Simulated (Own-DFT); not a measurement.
# What a defect does to the pressure of its cell: zincblende GaAs

No measurement is shown. These are fixed-geometry runs of a retired plane-wave code named Own-DFT, which no person has reviewed; spin and spin-orbit coupling are neglected.

Common settings: PBE; PseudoDojo norm-conserving scalar-relativistic files; cutoff 42 hartree; 3 x 3 x 3 k mesh centred on Gamma; Fermi-Dirac smearing of 0.1 eV.

Limits (not all hold for every row): not probed for a lower state with spin; forces not confirmed at this smearing and k mesh; stress not checked against mesh or cutoff.

All runs share one cell, with vectors in Å (10.862, 0.000, 0.000); (0.000, 10.862, 0.000); (0.000, 0.000, 11.796) and a volume of 1391.7 Å³, strained against the parent crystal. The atoms are randomly displaced, by u rms on each axis. The defect's site can differ from row to row.

```
                             cell     formula   u (Å)  P (GPa)
                        no defect    As32Ga32  0.0270     6.61
                        no defect    As32Ga32  0.0491     7.01
                        no defect    As32Ga32  0.0533     7.10
              one In on a Ga site  As32Ga31In  0.0299     7.40
              one In on a Ga site  As32Ga31In  0.0313     7.42
              one In on a Ga site  As32Ga31In  0.0323     7.52
one As vacancy and one Ga vacancy    As31Ga31  0.0299     6.04
one As vacancy and one Ga vacancy    As31Ga31  0.0307        ?
one As vacancy and one Ga vacancy    As31Ga31  0.0484     6.34
one As vacancy and one Ga vacancy    As31Ga31  0.0488     6.32
              one Al on a Ga site  AlAs32Ga31  0.0298     6.65
              one Al on a Ga site  AlAs32Ga31  0.0303     6.67
              one Al on a Ga site  AlAs32Ga31  0.0451     6.91
              one P on an As site   As31Ga32P  0.0285     6.34
              one P on an As site   As31Ga32P  0.0515     6.80
              one P on an As site   As31Ga32P  0.0530     6.79
```

## Analysis

P = P0 + c u² + a shift for each defect gives P0 = 6.46 GPa, c = 226 ± 11 GPa/Å² and a scatter of 0.03 GPa. The shifts, and each times the cell's volume:

- one In on a Ga site: 0.77 ± 0.03 GPa, 6.7 eV
- one Al on a Ga site: 0.00 ± 0.03 GPa, 0.0 eV (not resolved)
- one P on an As site: -0.28 ± 0.02 GPa, -2.5 eV
- one As vacancy and one Ga vacancy: -0.65 ± 0.02 GPa, -5.6 eV

Positive is outwards. The product with the volume (160.2 GPa Å³ to the eV) is nearly free of the cell's size; divided by the bulk modulus at the cell's pressure it gives the volume that the defect adds. The atoms around the defects weren't relaxed, which would change these numbers.

## Test on the hidden row

Q: what pressure belongs in the blank (one As vacancy and one Ga vacancy, u = 0.0307 Å)?

The fitted form gives 6.02 ± 0.04 GPa. The hidden result is 5.93 GPa.
